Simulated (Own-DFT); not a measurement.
# Computed records: GaAs (zincblende with one plane slipped along a stacking-fault path, atoms displaced)

All values are calculated (Own-DFT development build). A calculation, not a measurement: plane-wave PBE density functional theory by an unreviewed code, no spin, of a simulated periodic cell, stress positive in tension, free energy of the whole cell less one offset for each atom, forces on such cells passed a denser k mesh, this cell's mesh not checked; offsets are fitted by least squares, one for each functional and potential file, so energies compare only between cells with the same atoms and settings and are not formation energies; the far tail of each file's local potential was reset to the Coulomb form; each entry is a single point on an unrelaxed cell, so the pressure reflects the starting lattice, mostly measured values (interpolated for alloys), from which strain is counted, and rises with the displacements; printed positions are rounded, which can move forces by about a meV/angstrom; the program, named Own-DFT, is a retired in-house code; no spin-orbit coupling.

Settings shared by all entries: functional PBE; potential files PseudoDojo norm-conserving, scalar-relativistic, standard set; wave cutoff 42 hartree; occupations Fermi-Dirac; smearing width 0.1 eV; k mesh 4 x 4 x 2 centred on Gamma.

(1) GaAs (zincblende with one plane slipped along a stacking-fault path, atoms displaced)

```
CELL_PARAMETERS angstrom
5.65330 -5.65330 0.00000
0.00000 5.65330 -5.65330
11.63640 11.63640 10.64700
ATOMIC_POSITIONS crystal
Ga 0.99495 0.98884 0.99713
As 0.99026 0.99059 0.12362
Ga 0.15716 0.30557 0.16451
As 0.13860 0.29128 0.29051
Ga 0.32813 0.13514 0.34041
As 0.31689 0.11264 0.45037
Ga 0.03193 0.04807 0.49910
As 0.02092 0.04330 0.62164
Ga 0.19734 0.38735 0.66491
As 0.19861 0.36924 0.78577
Ga 0.33728 0.18062 0.83245
As 0.34819 0.17765 0.96117
Ga 0.01943 0.51244 0.99905
As 0.99329 0.49424 0.13224
Ga 0.16206 0.82929 0.16445
As 0.15022 0.80780 0.28973
Ga 0.31181 0.63295 0.33198
As 0.28753 0.59029 0.46220
Ga 0.02184 0.55783 0.49944
As 0.01905 0.52652 0.62341
Ga 0.19436 0.87429 0.66591
As 0.18669 0.85572 0.79345
Ga 0.35075 0.67878 0.83611
As 0.32971 0.68046 0.96219
Ga 0.51756 0.00178 0.99402
As 0.48312 0.99002 0.12676
Ga 0.65756 0.31948 0.16739
As 0.65041 0.30398 0.29488
Ga 0.81799 0.13176 0.33214
As 0.82011 0.13239 0.45039
Ga 0.53684 0.05830 0.49866
As 0.52491 0.05002 0.62427
Ga 0.68443 0.37055 0.66734
As 0.66340 0.34385 0.78684
Ga 0.82375 0.17516 0.83358
As 0.84660 0.17443 0.95624
Ga 0.50837 0.49330 0.99796
As 0.50949 0.49194 0.12572
Ga 0.65750 0.80919 0.16695
As 0.65298 0.79936 0.29239
Ga 0.81168 0.62721 0.33122
As 0.80366 0.61111 0.45743
Ga 0.51634 0.54275 0.50078
As 0.52660 0.54049 0.62185
Ga 0.68527 0.87328 0.66611
As 0.67454 0.85573 0.78746
Ga 0.84341 0.68886 0.83322
As 0.84334 0.66835 0.96266
```

* free energy of cell above offsets: -12.586 eV
* pressure: 5.71 GPa
* stress xx: -6.06 GPa
* stress yy: -5.94 GPa
* stress zz: -5.13 GPa
* stress yz: -0.94 GPa
* stress xz: -0.36 GPa
* stress xy: 1.84 GPa

Force:
```csv
element,x (eV/Å),y (eV/Å),z (eV/Å)
Ga,1.036,0.37,-0.516
As,-0.607,-0.471,0.11
Ga,0.713,0.67,-0.737
As,1.211,-0.674,-0.531
Ga,-2.893,-1.504,-1.925
As,1.248,2.252,0.235
Ga,-0.501,0.215,1.521
As,0.733,0.226,0.318
Ga,-0.19,-1,0.538
As,-0.637,1.044,1.484
Ga,0.278,0.408,0.103
As,-1.306,-0.685,0.422
Ga,-0.57,1.336,2.047
As,-0.318,-1.345,-0.399
Ga,-0.276,0.527,0.707
As,0.306,0.185,0.009
Ga,-0.08,-0.057,0.519
As,-0.408,-1.854,-3.241
Ga,0.627,1.03,2.797
As,-0.102,1.181,-0.827
Ga,-0.619,0.209,0.405
As,-0.579,-0.19,0.237
Ga,-0.209,0.508,-0.202
As,0.999,-2.532,-0.321
Ga,0.597,1.559,0.207
As,0.672,-1.662,-0.669
Ga,0.418,-0.113,0.769
As,-0.417,-0.844,-0.145
Ga,-0.926,-0.21,-0.082
As,1.003,0.12,-1.006
Ga,0.628,0.135,2.197
As,-0.27,-0.595,0.185
Ga,-0.022,-0.45,-0.538
As,1.368,0.808,-0.046
Ga,0.495,-0.797,-1.046
As,0.405,0.029,-0.313
Ga,0.327,1.422,-0.394
As,-1.462,0.324,0.022
Ga,-0.018,0.906,-0.48
As,-0.424,0.328,-0.126
Ga,0.726,0.11,-0.134
As,-1.332,0.459,-2.899
Ga,0.797,-0.357,1.783
As,0.404,0.515,0.028
Ga,-0.441,-0.593,-0.457
As,0.807,0.115,0.522
Ga,-0.058,-0.389,0.343
As,-1.135,-0.666,-0.478
```

(2) GaAs (zincblende with one plane slipped along a stacking-fault path, atoms displaced)

```
CELL_PARAMETERS angstrom
5.65330 -5.65330 0.00000
0.00000 5.65330 -5.65330
12.15460 12.15460 9.61060
ATOMIC_POSITIONS crystal
Ga 0.99931 0.00811 0.00274
As 0.98425 0.96491 0.12714
Ga 0.14089 0.28426 0.16648
As 0.12850 0.25556 0.29217
Ga 0.28387 0.06067 0.33157
As 0.26313 0.02693 0.45771
Ga 0.07689 0.15204 0.50227
As 0.06484 0.11563 0.62397
Ga 0.21946 0.43722 0.66824
As 0.19668 0.39492 0.79473
Ga 0.35454 0.21764 0.83227
As 0.34589 0.18651 0.95810
Ga 0.00189 0.50457 0.00150
As 0.97939 0.45946 0.12577
Ga 0.14127 0.78995 0.16566
As 0.11493 0.74058 0.29102
Ga 0.28612 0.56962 0.33455
As 0.26980 0.53017 0.45834
Ga 0.07430 0.64800 0.49891
As 0.05585 0.61516 0.62271
Ga 0.21902 0.93281 0.66629
As 0.19523 0.89591 0.79224
Ga 0.35417 0.70727 0.83607
As 0.33994 0.68198 0.95852
Ga 0.50024 0.00261 0.99879
As 0.48239 0.96917 0.12292
Ga 0.64957 0.28349 0.16487
As 0.61398 0.24008 0.29200
Ga 0.78024 0.06578 0.33501
As 0.76483 0.03163 0.45690
Ga 0.57886 0.15035 0.50033
As 0.55150 0.11314 0.62603
Ga 0.71867 0.43747 0.66387
As 0.69612 0.39058 0.79005
Ga 0.85735 0.21941 0.83407
As 0.84425 0.17831 0.95868
Ga 0.50035 0.49687 0.99884
As 0.47926 0.45727 0.12637
Ga 0.64965 0.78547 0.16469
As 0.63401 0.74588 0.28953
Ga 0.77283 0.55985 0.33391
As 0.75657 0.53084 0.45779
Ga 0.56911 0.64673 0.50213
As 0.55588 0.61390 0.62082
Ga 0.71979 0.93691 0.66508
As 0.70335 0.90432 0.79199
Ga 0.86247 0.71958 0.83411
As 0.84237 0.68451 0.95784
```

* free energy of cell above offsets: -18.323 eV
* pressure: 3.86 GPa
* stress xx: -4.44 GPa
* stress yy: -4.54 GPa
* stress zz: -2.59 GPa
* stress yz: -0.22 GPa
* stress xz: -0.28 GPa
* stress xy: -0.04 GPa

Force:
```csv
element,x (eV/Å),y (eV/Å),z (eV/Å)
Ga,0.277,-0.838,0.217
As,-0.301,-0.079,-0.41
Ga,0.415,0.267,0.122
As,-0.364,-0.243,0.58
Ga,-0.421,0.722,0.094
As,-0.563,-0.754,0.963
Ga,0.18,0.2,-1.243
As,0.124,0.724,0.274
Ga,-0.149,0.037,0.01
As,-0.51,-0.297,-0.332
Ga,0.406,-0.245,0.239
As,-0.684,-0.151,0.437
Ga,-0.313,-0.154,0.046
As,0.397,-0.061,-0.671
Ga,0.336,-0.459,0.524
As,0.128,-0.158,0.099
Ga,0.059,-0.267,-0.58
As,-1.377,-0.368,1.168
Ga,0.339,0.698,-1.215
As,0.369,-0.037,0.302
Ga,-0.089,0.304,0.323
As,0.223,-0.524,0.034
Ga,0.137,0.057,-1.019
As,0.262,0.035,0.366
Ga,0.149,-0.122,-0.13
As,0.148,-0.337,0.633
Ga,-0.175,0.766,0.336
As,0.26,-0.692,-0.378
Ga,-0.131,-0.592,-0.512
As,-0.056,-0.707,1.419
Ga,0.259,1.151,-0.984
As,0.309,-0.539,-0.232
Ga,0.082,0.188,0.193
As,0.06,0.524,-0.517
Ga,0.07,-0.032,0.108
As,-0.291,0.701,-0.452
Ga,0.509,0.543,-0.296
As,0.002,-0.267,-0.504
Ga,-0.589,0.452,0.213
As,-0.535,0.927,-0.225
Ga,0.3,-0.415,0.087
As,-0.143,-1.169,1.187
Ga,0.666,0.256,-1.786
As,0.933,0.951,0.629
Ga,0.126,0.053,0.076
As,-0.49,-0.272,0.552
Ga,-0.613,-0.031,0.101
As,0.269,0.255,0.152
```

(3) GaAs (zincblende with one plane slipped along a stacking-fault path, atoms displaced)

```
CELL_PARAMETERS angstrom
5.65330 -5.65330 0.00000
0.00000 5.65330 -5.65330
12.15460 12.15460 9.61060
ATOMIC_POSITIONS crystal
Ga 0.99995 0.00168 0.99956
As 0.99063 0.96978 0.12599
Ga 0.14127 0.28649 0.16693
As 0.12131 0.24571 0.29144
Ga 0.27998 0.07104 0.33353
As 0.26557 0.02677 0.45925
Ga 0.07733 0.15400 0.50098
As 0.05597 0.11278 0.62084
Ga 0.22447 0.43034 0.66752
As 0.20558 0.40429 0.79113
Ga 0.35067 0.21593 0.83151
As 0.33915 0.18353 0.96166
Ga 0.99889 0.49351 0.99946
As 0.97645 0.46169 0.12660
Ga 0.14652 0.78988 0.16772
As 0.12025 0.74614 0.29035
Ga 0.27572 0.56065 0.33437
As 0.26605 0.52604 0.45742
Ga 0.07758 0.65183 0.50201
As 0.05395 0.61220 0.62749
Ga 0.21600 0.93965 0.66339
As 0.19070 0.88744 0.78965
Ga 0.35728 0.71489 0.83372
As 0.33243 0.67255 0.96043
Ga 0.50405 0.00395 0.99721
As 0.48290 0.95799 0.12591
Ga 0.65234 0.28968 0.16521
As 0.62493 0.24886 0.29060
Ga 0.78525 0.06732 0.33475
As 0.76569 0.02409 0.45658
Ga 0.57825 0.14899 0.49823
As 0.55861 0.10861 0.62649
Ga 0.71692 0.43426 0.66436
As 0.70624 0.39938 0.79076
Ga 0.85866 0.21608 0.83462
As 0.83917 0.18163 0.95756
Ga 0.50489 0.50481 0.99990
As 0.47818 0.45855 0.12470
Ga 0.64086 0.78556 0.16840
As 0.62736 0.75012 0.28975
Ga 0.78105 0.56508 0.32954
As 0.76224 0.53370 0.45596
Ga 0.56962 0.64664 0.49833
As 0.55186 0.61297 0.62470
Ga 0.71870 0.93570 0.66698
As 0.69332 0.89870 0.79058
Ga 0.86561 0.71893 0.83279
As 0.82899 0.67577 0.95917
```

- free energy of cell above offsets: -18.327 eV
- pressure: 3.86 GPa
- stress xx: -4.5 GPa
- stress yy: -4.41 GPa
- stress zz: -2.68 GPa
- stress yz: -0.42 GPa
- stress xz: 0.05 GPa
- stress xy: 0.29 GPa

Force:
```csv
element,x (eV/Å),y (eV/Å),z (eV/Å)
Ga,0.077,0.141,0.325
As,-0.741,0.143,0.236
Ga,0.036,0.006,-0.041
As,-0.104,0.043,-0.102
Ga,0.215,-0.45,0.186
As,-0.941,-0.579,0.94
Ga,0.128,-0.018,-1.38
As,0.585,0.901,0.393
Ga,-0.677,0.482,-0.024
As,-0.592,0.065,0.579
Ga,0.791,-0.366,0.336
As,-0.52,-0.732,-0.297
Ga,-0.047,0.943,-0.101
As,0.515,-0.652,-0.886
Ga,-0.258,-0.31,0.06
As,0.506,0.16,0.108
Ga,0.131,-0.324,-0.737
As,-1.248,0.006,1.159
Ga,0.274,0.642,-0.856
As,0.227,-0.59,-0.104
Ga,0.231,-0.121,0.407
As,0.625,-0.038,-0.735
Ga,0.243,0.398,-0.135
As,0.137,-0.284,-0.709
Ga,-0.069,0.48,0.608
As,-0.187,0.041,-0.782
Ga,-0.812,0.517,0.797
As,-0.286,-0.156,0.435
Ga,-0.49,-0.181,-0.329
As,-0.332,-0.323,1.228
Ga,1.001,0.925,-1.02
As,-0.461,0.041,-0.583
Ga,0.026,0.319,0.264
As,-0.583,0.365,0.252
Ga,-0.104,-0.359,-0.441
As,0.103,-0.313,0.317
Ga,-0.369,0.574,0.506
As,0.461,0.15,-0.298
Ga,-0.04,-0.895,-0.099
As,-0.088,0.667,0.591
Ga,0.279,0.329,-0.065
As,-0.17,-1.29,1.16
Ga,1.339,0.778,-0.987
As,0.378,-0.455,-0.36
Ga,0.013,-0.228,0.185
As,0.632,-0.318,0.321
Ga,-0.652,0.722,0.267
As,0.821,-0.851,-0.584
```
